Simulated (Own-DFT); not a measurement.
Simulation results for Si$_{4}$SnGe$_{11}$ (diamond-structure random alloy, strained, atoms displaced)

A calculation, not a measurement: plane-wave density functional theory by an unreviewed code, no spin, of a simulated periodic cell, stress positive in tension, run twice, with PBE and with PBEsol, both on files made for PBE, so the change isn't that of files made for PBEsol, forces on such cells moved up to 12 meV/angstrom on a denser k mesh; the far tail of each file's local potential was reset to the Coulomb form; each entry is a single point on an unrelaxed cell, so the pressure reflects the starting lattice, mostly measured values (interpolated for alloys), from which strain is counted, and rises with the displacements; printed positions are rounded, which can move forces by about a meV/angstrom; the program, named Own-DFT, is a retired in-house code; no spin-orbit coupling; stress was not checked against mesh or cutoff. Program: Own-DFT development build.

```json
{"formula": "Si4SnGe11", "kind": "diamond-structure random alloy, strained, atoms displaced", "structure": {"cell_angstrom": [[11.052, 0.0, 0.0], [0.0, 11.052, 0.0], [0.0, 0.0, 11.3064]], "atoms_fractional": [["Ge", 0.00051, 0.99223, 0.99554], ["Si", 0.99803, 0.2476, 0.24808], ["Si", 0.25499, 0.00082, 0.25972], ["Sn", 0.24601, 0.25092, 0.00657], ["Ge", 0.12168, 0.12289, 0.12343], ["Ge", 0.126, 0.37924, 0.37504], ["Sn", 0.38066, 0.13294, 0.38001], ["Si", 0.37508, 0.38152, 0.12292], ["Ge", 0.98798, 0.99463, 0.49565], ["Ge", 0.99035, 0.25398, 0.75134], ["Ge", 0.25867, 0.00628, 0.74773], ["Ge", 0.24486, 0.25099, 0.49699], ["Si", 0.12748, 0.12317, 0.62444], ["Ge", 0.12885, 0.37466, 0.87637], ["Si", 0.38361, 0.1228, 0.87427], ["Ge", 0.37074, 0.37367, 0.62005], ["Ge", 0.99577, 0.50292, 0.99368], ["Ge", 0.99375, 0.76139, 0.24986], ["Ge", 0.25157, 0.495, 0.2511], ["Ge", 0.24757, 0.74435, 0.00199], ["Ge", 0.12331, 0.62645, 0.12917], ["Ge", 0.12329, 0.87578, 0.38085], ["Si", 0.37352, 0.6306, 0.37912], ["Ge", 0.37519, 0.87897, 0.12185], ["Ge", 0.00931, 0.49901, 0.49972], ["Si", 0.99921, 0.74799, 0.74886], ["Si", 0.25981, 0.5002, 0.75184], ["Ge", 0.26223, 0.74806, 0.50032], ["Ge", 0.12595, 0.62184, 0.62543], ["Ge", 0.12774, 0.87088, 0.87532], ["Ge", 0.3859, 0.62866, 0.86958], ["Ge", 0.38213, 0.87328, 0.63354], ["Ge", 0.50077, 0.00405, 0.00943], ["Ge", 0.49579, 0.25173, 0.25309], ["Ge", 0.75475, 0.00131, 0.25342], ["Si", 0.75452, 0.24768, 0.99694], ["Si", 0.62002, 0.13208, 0.12971], ["Ge", 0.6282, 0.36991, 0.37939], ["Sn", 0.8713, 0.12769, 0.37106], ["Ge", 0.87664, 0.37677, 0.12495], ["Ge", 0.49477, 0.99954, 0.49177], ["Ge", 0.49672, 0.24935, 0.75441], ["Si", 0.74834, 0.99327, 0.74654], ["Ge", 0.75093, 0.24716, 0.50305], ["Ge", 0.62071, 0.12781, 0.62746], ["Ge", 0.62869, 0.37312, 0.8759], ["Ge", 0.87299, 0.13051, 0.87624], ["Si", 0.86936, 0.37023, 0.62647], ["Ge", 0.50041, 0.49886, 0.00862], ["Ge", 0.4997, 0.74117, 0.25402], ["Ge", 0.74825, 0.49889, 0.25155], ["Ge", 0.75093, 0.75, 0.00587], ["Si", 0.62001, 0.62533, 0.1286], ["Ge", 0.63255, 0.8773, 0.37225], ["Ge", 0.87985, 0.63408, 0.3729], ["Ge", 0.8706, 0.88199, 0.12183], ["Ge", 0.50094, 0.49871, 0.50379], ["Ge", 0.49632, 0.75354, 0.75207], ["Si", 0.75032, 0.50039, 0.74459], ["Si", 0.74403, 0.75309, 0.50166], ["Ge", 0.62193, 0.62526, 0.62405], ["Sn", 0.6236, 0.87873, 0.8791], ["Ge", 0.87408, 0.62308, 0.87516], ["Si", 0.87573, 0.87954, 0.63206]]}, "settings": {"functional": "PBE, then PBEsol", "potential_files": "PseudoDojo norm-conserving, scalar-relativistic, standard set", "wave_cutoff [hartree]": 49.0, "occupations": "Fermi-Dirac", "smearing_width [eV]": 0.1, "k_mesh": "3 x 3 x 3 centred on Gamma"}, "results": {"PBE_pressure [GPa]": 8.29, "PBE_stress_xx [GPa]": -8.69, "PBE_stress_yy [GPa]": -8.97, "PBE_stress_zz [GPa]": -7.2, "PBE_stress_yz [GPa]": 0.65, "PBE_stress_xz [GPa]": 0.9, "PBE_stress_xy [GPa]": -0.16, "PBEsol_pressure [GPa]": 5.38, "PBEsol_stress_xx [GPa]": -5.79, "PBEsol_stress_yy [GPa]": -6.05, "PBEsol_stress_zz [GPa]": -4.31, "PBEsol_stress_yz [GPa]": 0.62, "PBEsol_stress_xz [GPa]": 0.87, "PBEsol_stress_xy [GPa]": -0.16, "force_element": ["Ge", "Si", "Si", "Sn", "Ge", "Ge", "Sn", "Si", "Ge", "Ge", "Ge", "Ge", "Si", "Ge", "Si", "Ge", "Ge", "Ge", "Ge", "Ge", "Ge", "Ge", "Si", "Ge", "Ge", "Si", "Si", "Ge", "Ge", "Ge", "Ge", "Ge", "Ge", "Ge", "Ge", "Si", "Si", "Ge", "Sn", "Ge", "Ge", "Ge", "Si", "Ge", "Ge", "Ge", "Ge", "Si", "Ge", "Ge", "Ge", "Ge", "Si", "Ge", "Ge", "Ge", "Ge", "Ge", "Si", "Si", "Ge", "Sn", "Ge", "Si"], "PBE_force_x [eV/angstrom]": [-0.128, 1.559, -1.549, 1.844, -0.966, -0.563, -1.942, 0.724, 2.011, 1.596, -0.76, -1.466, -1.178, -1.199, -0.354, 0.056, 1.07, 0.976, 0.573, 0.823, -0.621, 0.945, 0.575, -0.733, -1.992, -0.04, -0.819, -1.5, 0.934, 0.145, -1.489, -0.857, -0.534, 1.812, -2.632, -1.007, 1.197, -0.318, 1.118, -0.199, 2.523, 0.071, 1.037, -1.116, 0.279, 0.189, -0.257, 0.441, 0.612, -0.026, 0.037, 0.08, 0.901, -0.946, -0.947, 0.256, -0.452, 1.119, -0.074, 1.246, 0.547, 0.384, -0.594, -0.426], "PBE_force_y [eV/angstrom]": [1.087, 1.611, -0.812, -0.631, -1.951, -1.253, -0.493, -0.023, -0.329, -0.279, -0.173, 0.651, 0.15, 1.703, -0.241, 0.08, -0.446, -0.194, 1.273, 0.219, -0.327, -0.126, -1.821, -0.778, 0.036, 0.349, 0.014, 0.678, 0.446, -0.083, -1.284, 0.844, 1.532, 2.324, -0.813, 0.312, -0.094, 0.685, 1.032, -0.521, -2.052, 0.473, 2.175, 1.055, -1.091, 0.412, -1.72, 1.259, 0.457, 1.2, 0.586, -1.503, -0.327, -0.737, -0.789, -0.307, 0.193, -1.074, -0.15, 0.095, 0.355, -0.152, 0.644, -1.359], "PBE_force_z [eV/angstrom]": [-0.128, -1.052, -1.641, -0.927, 2.288, -0.894, -0.637, 1.546, 2.252, -0.581, 0.516, 1.704, -0.114, -1.941, 0.47, 0.926, 0.886, -0.418, 0.054, -0.321, 0.11, -0.38, -0.626, 1.336, 0.414, -0.081, -0.046, 0.856, 0.791, -1.022, 1.35, -1.712, 0.21, -2.469, -2.73, 1.35, -0.323, -0.244, 0.659, -0.22, 2.634, -0.37, -0.582, 1.513, -0.103, 0.04, -0.435, -0.514, -1.035, -0.308, -0.023, 0.595, -0.004, 0.325, 0.983, 0.155, -1.014, -0.919, 0.328, 0.506, 0.389, 0.12, -0.98, -0.508], "PBEsol_force_x [eV/angstrom]": [-0.126, 1.533, -1.522, 1.7, -0.936, -0.504, -1.848, 0.706, 1.969, 1.553, -0.717, -1.373, -1.148, -1.208, -0.34, 0.092, 1.031, 0.942, 0.481, 0.798, -0.596, 0.869, 0.564, -0.676, -1.879, 0.005, -0.8, -1.502, 0.91, 0.163, -1.415, -0.834, -0.535, 1.764, -2.533, -0.949, 1.139, -0.304, 1.03, -0.196, 2.46, 0.116, 0.959, -1.14, 0.244, 0.118, -0.176, 0.475, 0.598, -0.018, 0.07, 0.115, 0.885, -0.947, -0.886, 0.258, -0.411, 1.066, -0.124, 1.179, 0.454, 0.324, -0.561, -0.368], "PBEsol_force_y [eV/angstrom]": [1.057, 1.585, -0.803, -0.625, -1.893, -1.178, -0.433, -0.016, -0.316, -0.291, -0.244, 0.681, 0.149, 1.63, -0.244, 0.049, -0.434, -0.2, 1.238, 0.226, -0.311, -0.142, -1.781, -0.779, 0.061, 0.294, 0.011, 0.7, 0.42, -0.056, -1.201, 0.814, 1.404, 2.257, -0.831, 0.338, -0.127, 0.663, 0.936, -0.435, -1.984, 0.487, 2.193, 0.987, -1.017, 0.395, -1.669, 1.18, 0.452, 1.235, 0.53, -1.418, -0.317, -0.671, -0.785, -0.303, 0.153, -1.046, -0.099, 0.063, 0.339, -0.194, 0.62, -1.303], "PBEsol_force_z [eV/angstrom]": [-0.112, -1.043, -1.615, -0.912, 2.156, -0.828, -0.577, 1.52, 2.109, -0.481, 0.494, 1.622, -0.116, -1.842, 0.455, 0.857, 0.861, -0.395, 0.067, -0.31, 0.089, -0.346, -0.614, 1.256, 0.366, -0.034, -0.05, 0.885, 0.694, -0.938, 1.334, -1.659, 0.201, -2.314, -2.619, 1.284, -0.276, -0.235, 0.696, -0.215, 2.569, -0.409, -0.521, 1.422, -0.131, 0.03, -0.442, -0.545, -1.083, -0.302, 0.005, 0.549, -0.002, 0.276, 0.908, 0.157, -0.943, -0.893, 0.369, 0.459, 0.373, 0.168, -0.867, -0.562], "rms_change_of_force_components_from_PBE_to_PBEsol [eV/angstrom]": 0.053}}
```
